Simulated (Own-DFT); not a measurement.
# Strain and stress in grey tin, 32 atoms (Sn32)

All numbers below are calculated, not measured. They come from Own-DFT, an in-house plane-wave density functional program, since retired, whose code no person has reviewed. Each row is one single-point run on a periodic cell that was not relaxed, without spin or spin-orbit coupling.

Settings of every run: PBE; PseudoDojo norm-conserving scalar-relativistic files; cutoff 42 hartree; 3 x 3 x 5 k mesh centred on Gamma; cold (Marzari-Vanderbilt) smearing of 0.2 eV.

Known limits: forces on such cells failed a check on a denser k mesh; stress not checked against mesh or cutoff.

Unstrained cell vectors in Å: (12.978, 0.000, 0.000); (0.000, 12.978, 0.000); (0.000, 0.000, 6.489). The unstrained cell has measured lattice constants (interpolated for alloys), not those of this functional. That, the random moves and any unrelaxed bonds set the pressure at no strain. Each run strains this cell uniformly, with the atoms carried along. Every atom was also moved at random, by a Gaussian of width 0.05 Å on each axis. Strain is the symmetric tensor, in per cent. Stress is positive in tension, and the pressure is minus a third of its trace.

```
run  e_xx (%)  e_yy (%)  e_zz (%)  s_xx (GPa)  s_yy (GPa)  s_zz (GPa)  P (GPa)  E (meV/atom)
  1      2.50      2.50      0.00       -1.04       -1.00       -1.71     1.25           0.3
  2     -1.00     -1.00      0.00       -4.74       -4.69       -4.43     4.62          41.1
  3      1.25      1.25      0.00       -2.23       -2.23       -2.56     2.34          10.5
  4      1.75      1.75      0.00       -1.77       -1.73       -2.28     1.93          10.1
  5     -2.50     -2.50      0.00       -6.90       -7.12       -6.23     6.75         102.3
  6      2.25      2.25      0.00       -1.44       -1.24       -2.05     1.58          14.0
  7      3.00      3.00      0.00       -0.63       -0.58       -1.37     0.86           0.0
  8     -1.50     -1.50      0.00       -5.42       -5.56       -5.04     5.34          64.2
  9      0.75      0.75      0.00           ?           ?           ?        ?             ?
```

E is the free energy for each atom above the lowest run shown.

## Worked fit

The change of volume is close to e_xx + e_yy + e_zz. A straight line through the runs shown gives P = 3.85 - 52 x (fractional change of volume) GPa, with an error of 2 on the slope and a scatter of 0.21 GPa. The strain isn't the same on all axes, but the crystal is cubic, so the slope still estimates the bulk modulus, averaged over pressures from 0.9 to 6.7 GPa.

## Withheld run

Question: what pressure should run 9 give? Its volume changes by 1.51 %.

The line gives 3.1 GPa. The calculation gave 2.85 GPa.
